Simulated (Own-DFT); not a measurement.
# How strain changes the stress of 4H SiC, 32 atoms (C16Si16)

Calculated results; nothing here was measured. They come from Own-DFT, an in-house plane-wave density functional program, since retired, whose code no person has reviewed. Each row is one single-point run on a periodic cell that was not relaxed, without spin or spin-orbit coupling.

Settings of every run: PBE; PseudoDojo norm-conserving scalar-relativistic files; cutoff 42 hartree; 5 x 5 x 3 k mesh centred on Gamma; Fermi-Dirac smearing of 0.1 eV.

Known limits: forces on such cells passed a denser k mesh, each cell not checked; stress not checked against mesh or cutoff.

Unstrained cell vectors in Å: (6.165, 0.000, 0.000); (-3.083, 5.339, 0.000); (0.000, 0.000, 10.068). The unstrained cell has measured lattice constants (interpolated for alloys), not those of this functional. That, the random moves and any unrelaxed bonds set the pressure at no strain. Each run strains this cell uniformly, with the atoms carried along. Every atom was also moved at random, by a Gaussian of width 0.05 Å on each axis. Strain is the symmetric tensor, in per cent. Stress is positive in tension, and the pressure is minus a third of its trace.

```
run,e_xx (%),e_yy (%),e_zz (%),e_yz (%),e_xz (%),e_xy (%),s_xx (GPa),s_yy (GPa),s_zz (GPa),s_yz (GPa),s_xz (GPa),s_xy (GPa),P (GPa),E (meV/atom)
1,-1.62,0.21,-0.55,-0.94,1.30,-1.04,-14.33,-4.35,-10.33,-2.52,3.81,-6.50,9.67,11.4
2,-0.67,0.45,-0.55,-0.49,0.92,1.36,-9.30,-3.59,-7.91,-1.92,3.89,7.73,6.93,10.5
3,-1.83,1.49,1.34,-1.52,-1.30,0.46,-11.06,0.17,0.91,-5.06,-4.07,-0.05,3.33,21.9
4,-1.02,1.53,-0.61,0.62,-1.85,-1.37,-7.81,2.52,-10.64,2.71,-5.78,-5.60,5.31,1.3
5,0.00,-0.62,-0.51,0.58,-0.45,-1.95,-8.43,-7.97,-11.05,2.79,-1.68,-12.30,9.15,40.0
6,0.85,-1.99,-1.85,0.48,-0.26,-0.30,-1.76,-20.31,-18.43,1.77,-1.35,-1.55,13.50,49.5
7,1.23,0.33,-0.82,-1.39,-0.93,-0.98,-0.51,-0.64,-14.31,-3.35,-1.26,-5.44,5.16,59.2
8,1.84,0.56,-1.01,1.38,-1.88,-0.64,6.65,-0.43,-12.65,4.37,-4.47,-2.78,2.14,14.3
9,0.55,-1.61,0.02,0.28,1.68,0.13,-4.03,-14.15,-5.88,2.41,4.37,1.78,8.02,36.2
10,1.01,-1.54,-0.16,-0.89,-0.34,-0.62,-3.19,-9.74,-6.97,-3.23,-0.91,-3.09,6.63,13.9
11,1.93,1.98,0.64,0.27,1.31,0.67,7.98,5.11,-0.96,1.95,4.74,2.81,-4.04,13.8
12,-0.44,-1.69,1.24,-0.25,-1.86,1.52,-9.12,-13.63,0.76,-0.92,-6.20,9.85,7.33,0.0
13,-1.96,-1.00,-0.23,0.05,1.56,1.42,-26.95,-11.00,-7.43,0.10,5.80,9.99,15.13,88.4
14,-0.10,-1.33,-0.30,-0.47,-0.59,1.42,-9.58,-9.59,-8.50,-1.29,-2.25,7.26,9.22,21.4
15,-1.72,-0.76,0.25,0.89,-1.92,-1.75,-17.41,-10.92,-4.72,3.51,-5.56,-9.97,11.01,39.3
16,0.96,0.93,-0.60,0.34,-0.15,-1.90,?,?,?,?,?,?,?,?
```

E is the free energy for each atom above the lowest run shown.

## Worked fit

Each stress component was fitted by least squares to a constant and the strains of the runs shown, as fractions, with shears doubled. Shear strains stay in the fit of a normal stress only where such slopes are resolved. The slopes, in GPa:

| stress | at no strain | per e_xx | per e_yy | per e_zz | scatter |
|---|---|---|---|---|---|
| s_xx | -5.9 | 620 ± 61 | 181 ± 61 | 55 ± 100 | 2.90 |
| s_yy | -5.0 | 70 ± 46 | 518 ± 45 | 44 ± 75 | 2.16 |
| s_zz | -6.5 | 5 ± 27 | 3 ± 26 | 642 ± 43 | 1.26 |

Each shear stress against twice its own strain: yz 166 ± 10, xz 151 ± 9, xy 297 ± 19 GPa. These are stiffnesses along x, y and z of the frame in which the cell vectors are given, which need not be the crystal's axes. The atoms are held to the strained lattice; where symmetry lets them move under strain, relaxing them would lower some slopes. The table should be nearly symmetric about its diagonal, and what it lacks of that shows the noise. A ninth of its sum, 237 ± 12 GPa, estimates the bulk modulus near the mean pressure of these runs, 7.2 GPa, so it lies above the value at zero pressure.

## Withheld run

Question: what normal stresses and pressure should run 16 give?

The fit gives s_xx = 1.4, s_yy = 0.2, s_zz = -10.3 and P = 2.9 GPa. The calculation gave 0.96, 1.46, -8.99 and P = 2.19 GPa.
